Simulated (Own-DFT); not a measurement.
# Which defects push the lattice out? grey tin

Source: density functional calculations with Own-DFT, an unreviewed in-house program that is no longer used. Nothing was measured or relaxed, and spin and spin-orbit coupling are left out.

Method: PBE; PseudoDojo norm-conserving scalar-relativistic files; cutoff 42 hartree; 3 x 3 x 3 k mesh centred on Gamma; cold (Marzari-Vanderbilt) smearing of 0.2 eV.

Keep in mind (not all hold for every row): not probed for a lower state with spin; forces on such cells moved up to 12 meV/angstrom on a denser k mesh; stress not checked against mesh or cutoff.

All runs share one cell, with vectors in Å (12.978, 0.000, 0.000); (0.000, 12.978, 0.000); (0.000, 0.000, 12.978) and a volume of 2185.9 Å³. The atoms are randomly displaced, by u rms on each axis. The defect's site can differ from row to row.

| cell | formula | u (Å) | P (GPa) |
|---|---|---|---|
| no defect | Sn64 | 0.0195 | 3.38 |
| no defect | Sn64 | 0.0207 | 3.37 |
| no defect | Sn64 | 0.0511 | 3.64 |
| two Sn vacancies | Sn62 | 0.0292 | 3.10 |
| two Sn vacancies | Sn62 | 0.0309 | 3.14 |
| two Sn vacancies | Sn62 | 0.0511 | ? |
| two Sn vacancies | Sn62 | 0.0520 | 3.22 |
| one Sn vacancy | Sn63 | 0.0327 | 3.25 |
| one Sn vacancy | Sn63 | 0.0500 | 3.37 |
| one Sn vacancy | Sn63 | 0.0521 | 3.45 |

## Worked fit

P = P0 + c u² + a shift for each defect gives P0 = 3.35 GPa, c = 97 ± 14 GPa/Å² and a scatter of 0.04 GPa. The shifts, and each times the cell's volume:

- one Sn vacancy: -0.19 ± 0.03 GPa, -2.6 eV
- two Sn vacancies: -0.34 ± 0.03 GPa, -4.7 eV (-2.3 eV for each of its 2 sites)

A positive shift means that the defect pushes the cell outwards. Shift times volume (160.2 GPa Å³ is 1 eV) depends little on the cell's size, so, taken for each site, it can be compared between cells at like pressure. The atoms around the defects weren't relaxed, which would change these numbers.

## The run left out

Asked: what pressure belongs in the blank (two Sn vacancies, u = 0.0511 Å)?

Estimate: 3.26 ± 0.05 GPa. DFT gave 3.37 GPa.
